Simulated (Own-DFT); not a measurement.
# One host, several defects: D0_22 TiAl3

No measurement is shown. These are fixed-geometry runs of a retired plane-wave code named Own-DFT, which no person has reviewed; spin and spin-orbit coupling are neglected.

All runs used: PBE; PseudoDojo norm-conserving scalar-relativistic files; cutoff 42 hartree; 4 x 4 x 4 k mesh centred on Gamma; cold (Marzari-Vanderbilt) smearing of 0.2 eV.

Caveats: forces on such cells failed a check on a denser k mesh; stress not checked against mesh or cutoff.

All runs share one cell, with vectors in Å (-2.365, -6.981, 4.326); (-7.667, 3.491, 1.442); (-2.950, -3.488, -7.241) and a volume of 625.4 Å³. Atoms were moved at random from their sites; u is the rms move along one axis. The defect's site can differ from row to row.

```
cell,formula,u (Å),P (GPa)
no defect,Al30Ti10,0.0200,2.00
no defect,Al30Ti10,0.0462,2.50
no defect,Al30Ti10,0.0504,2.52
two Al vacancies,Al28Ti10,0.0276,1.18
two Al vacancies,Al28Ti10,0.0295,1.12
two Al vacancies,Al28Ti10,0.0450,1.74
two Al vacancies,Al28Ti10,0.0495,?
two Al on a Ti site each,Al32Ti8,0.0306,2.86
two Al on a Ti site each,Al32Ti8,0.0320,2.88
two Al on a Ti site each,Al32Ti8,0.0477,3.26
two Ti on an Al site each,Al28Ti12,0.0295,3.29
two Ti on an Al site each,Al28Ti12,0.0466,3.44
two Ti on an Al site each,Al28Ti12,0.0509,3.95
```

## Working it out

P = P0 + c u² + a shift for each defect gives P0 = 1.81 GPa, c = 316 ± 52 GPa/Å² and a scatter of 0.13 GPa. The shifts, and each times the cell's volume:

- two Ti on an Al site each: 1.16 ± 0.11 GPa, 4.5 eV (2.3 eV for each of its 2 sites)
- two Al on a Ti site each: 0.75 ± 0.11 GPa, 2.9 eV (1.5 eV for each of its 2 sites)
- two Al vacancies: -0.85 ± 0.11 GPa, -3.3 eV (-1.7 eV for each of its 2 sites)

A positive shift means that the defect pushes the cell outwards. Shift times volume (160.2 GPa Å³ is 1 eV) depends little on the cell's size, so, taken for each site, it can be compared between cells at like pressure. The atoms around the defects weren't relaxed, which would change these numbers.

## Check

Q: what pressure belongs in the blank (two Al vacancies, u = 0.0495 Å)?

From the fit: 1.74 ± 0.16 GPa. The hidden result is 1.70 GPa.
